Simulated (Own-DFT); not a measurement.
# Computed records: GaP (zincblende, atoms displaced)

All values are calculated (Own-DFT development build). A calculation, not a measurement: plane-wave PBE density functional theory by an unreviewed code, no spin, of a simulated periodic cell, stress positive in tension, free energy of the whole cell less one offset for each atom, forces on such cells passed a denser k mesh, this cell's mesh not checked; offsets are fitted by least squares, one for each functional and potential file, so energies compare only between cells with the same atoms and settings and are not formation energies; the far tail of each file's local potential was reset to the Coulomb form; each entry is a single point on an unrelaxed cell, so the pressure reflects the starting lattice, mostly measured values (interpolated for alloys), from which strain is counted, and rises with the displacements; printed positions are rounded, which can move forces by about a meV/angstrom; the program, named Own-DFT, is a retired in-house code; no spin-orbit coupling.

## GaP (zincblende, atoms displaced)

```
GaP
1.0
     10.9010     0.0000     0.0000
      0.0000    10.9010     0.0000
      0.0000     0.0000    10.9010
Ga P Ga P Ga P Ga P Ga P Ga P Ga P Ga P
4 4 4 4 4 4 4 4 4 4 4 4 4 4 4 4
Direct
  0.99770 0.00458 0.00726
  0.00006 0.25626 0.26225
  0.25968 0.97681 0.23821
  0.26591 0.24244 0.99093
  0.14771 0.11988 0.11964
  0.13117 0.35804 0.37574
  0.37377 0.11625 0.35413
  0.38085 0.38590 0.10497
  0.98744 0.98474 0.51152
  0.00716 0.25734 0.75888
  0.24743 0.00539 0.75963
  0.25703 0.26536 0.49780
  0.13356 0.12727 0.63355
  0.13373 0.36838 0.89191
  0.37493 0.14153 0.87390
  0.38140 0.39324 0.62750
  0.98755 0.48432 0.99184
  0.01473 0.74151 0.26077
  0.25321 0.49706 0.25475
  0.24146 0.76255 0.98840
  0.13740 0.63687 0.12754
  0.14037 0.86697 0.37217
  0.38998 0.61978 0.37463
  0.38000 0.86849 0.12197
  0.99853 0.51104 0.49117
  0.00875 0.75876 0.74810
  0.23737 0.48049 0.75312
  0.24522 0.74925 0.50969
  0.12893 0.63314 0.63400
  0.12203 0.86070 0.87166
  0.39162 0.61501 0.86821
  0.37297 0.86886 0.61138
  0.50148 0.99807 0.98678
  0.49136 0.25533 0.25542
  0.74436 0.00139 0.25124
  0.73865 0.25672 0.00555
  0.62361 0.12408 0.11856
  0.62365 0.38955 0.37745
  0.86952 0.10780 0.39063
  0.88617 0.37995 0.12814
  0.49561 0.98154 0.50125
  0.49950 0.27081 0.73921
  0.75277 0.99675 0.74953
  0.73580 0.24569 0.49823
  0.63477 0.13142 0.63024
  0.61774 0.37684 0.87398
  0.86346 0.10911 0.88551
  0.86557 0.37033 0.63495
  0.50521 0.49647 0.00468
  0.51106 0.74458 0.25121
  0.74747 0.50505 0.24809
  0.74004 0.76321 0.98621
  0.62125 0.62979 0.10766
  0.62102 0.87287 0.37104
  0.87435 0.62153 0.37834
  0.88014 0.87075 0.10590
  0.48127 0.50158 0.49802
  0.49968 0.73728 0.74868
  0.74234 0.51334 0.75331
  0.72947 0.74857 0.50383
  0.62689 0.62511 0.61581
  0.61941 0.88760 0.88253
  0.88109 0.62926 0.87094
  0.86546 0.88171 0.63057
```

- functional: PBE
- potential files: PseudoDojo norm-conserving, scalar-relativistic, standard set
- wave cutoff: 42 hartree
- occupations: Fermi-Dirac
- smearing width: 0.1 eV
- k mesh: 3 x 3 x 3 centred on Gamma
- free energy of cell above offsets: -25.000 eV
- pressure: 5.09 GPa
- stress xx: -5.12 GPa
- stress yy: -4.69 GPa
- stress zz: -5.47 GPa
- stress yz: 1.54 GPa
- stress xz: 0.55 GPa
- stress xy: -0.19 GPa

Force:
| element | x (eV/Å) | y (eV/Å) | z (eV/Å) |
| --- | --- | --- | --- |
| Ga | 1.246 | 0.242 | -0.533 |
| Ga | -0.567 | -2.422 | -1.071 |
| Ga | -0.841 | 1.699 | 0.529 |
| Ga | -1.561 | 1.611 | 2.932 |
| P | -1.685 | 0.112 | 0.666 |
| P | -0.556 | 3.257 | -0.021 |
| P | -0.082 | 0.184 | 2.359 |
| P | -1.79 | -1.929 | 2.986 |
| Ga | 2.751 | 1.271 | -0.946 |
| Ga | -1.061 | -1.174 | -0.134 |
| Ga | 0.541 | -0.762 | -0.353 |
| Ga | 1.265 | -2.597 | 1.112 |
| P | -0.93 | 0.33 | -1.081 |
| P | -1.091 | 0.083 | -0.648 |
| P | 2.62 | -2.756 | -2.759 |
| P | -2.038 | -1.598 | -0.056 |
| Ga | 1.603 | 2.347 | -0.067 |
| Ga | -1.342 | 0.412 | -1.011 |
| Ga | 0.207 | 0.187 | -0.955 |
| Ga | 2.73 | -2.332 | 1.513 |
| P | -0.634 | -1.843 | -0.507 |
| P | -1.601 | 0.789 | 1.057 |
| P | -2.634 | 1.661 | -1.078 |
| P | 1.155 | -0.797 | -1.46 |
| Ga | 0.817 | -1.86 | 1.931 |
| Ga | -2.172 | -1.056 | -0.923 |
| Ga | 0.795 | 2.096 | 0.224 |
| Ga | 0.755 | -0.884 | -1.443 |
| P | -0.522 | -1.888 | -0.686 |
| P | -0.126 | 3.962 | 0.063 |
| P | -2.531 | -0.153 | 0.769 |
| P | -0.062 | 0.187 | 3.15 |
| Ga | -1.982 | 2.112 | 2.294 |
| Ga | 0.954 | 0.394 | -1.359 |
| Ga | 0.862 | -0.395 | -1.092 |
| Ga | 1.2 | -0.433 | -0.424 |
| P | -0.772 | 0.29 | 1.208 |
| P | -0.484 | -1.354 | -0.041 |
| P | 0.111 | 1.715 | -1.448 |
| P | -2.056 | -1.238 | 0.963 |
| Ga | 0.726 | 2.618 | -0.809 |
| Ga | 0.605 | -2.053 | 0.553 |
| Ga | -1.149 | 1.072 | 1.017 |
| Ga | 1.475 | 1.038 | -0.469 |
| P | -2.371 | -1.259 | 0.244 |
| P | 1.216 | 0.595 | 0.118 |
| P | 1.005 | 2.353 | -0.362 |
| P | 0.675 | 0.717 | -0.781 |
| Ga | 0.595 | 1.114 | -1.656 |
| Ga | -0.732 | -0.238 | -0.942 |
| Ga | 0.222 | 0.391 | -0.747 |
| Ga | 1.475 | -1.231 | 0.763 |
| P | 1.427 | 0.143 | 1.467 |
| P | 0.645 | 0.192 | 0.067 |
| P | -0.962 | 1.645 | -0.77 |
| P | -0.586 | -0.621 | 2.944 |
| Ga | 3.168 | 0.216 | 0.197 |
| Ga | 0.476 | 1.654 | -0.72 |
| Ga | 0.787 | -0.966 | -0.097 |
| Ga | 2.475 | 1.148 | -1.218 |
| P | -1.664 | -1.274 | 1.343 |
| P | 0.638 | -1.873 | -3.755 |
| P | -0.684 | 0.117 | 0.057 |
| P | 0.043 | -2.969 | -0.106 |
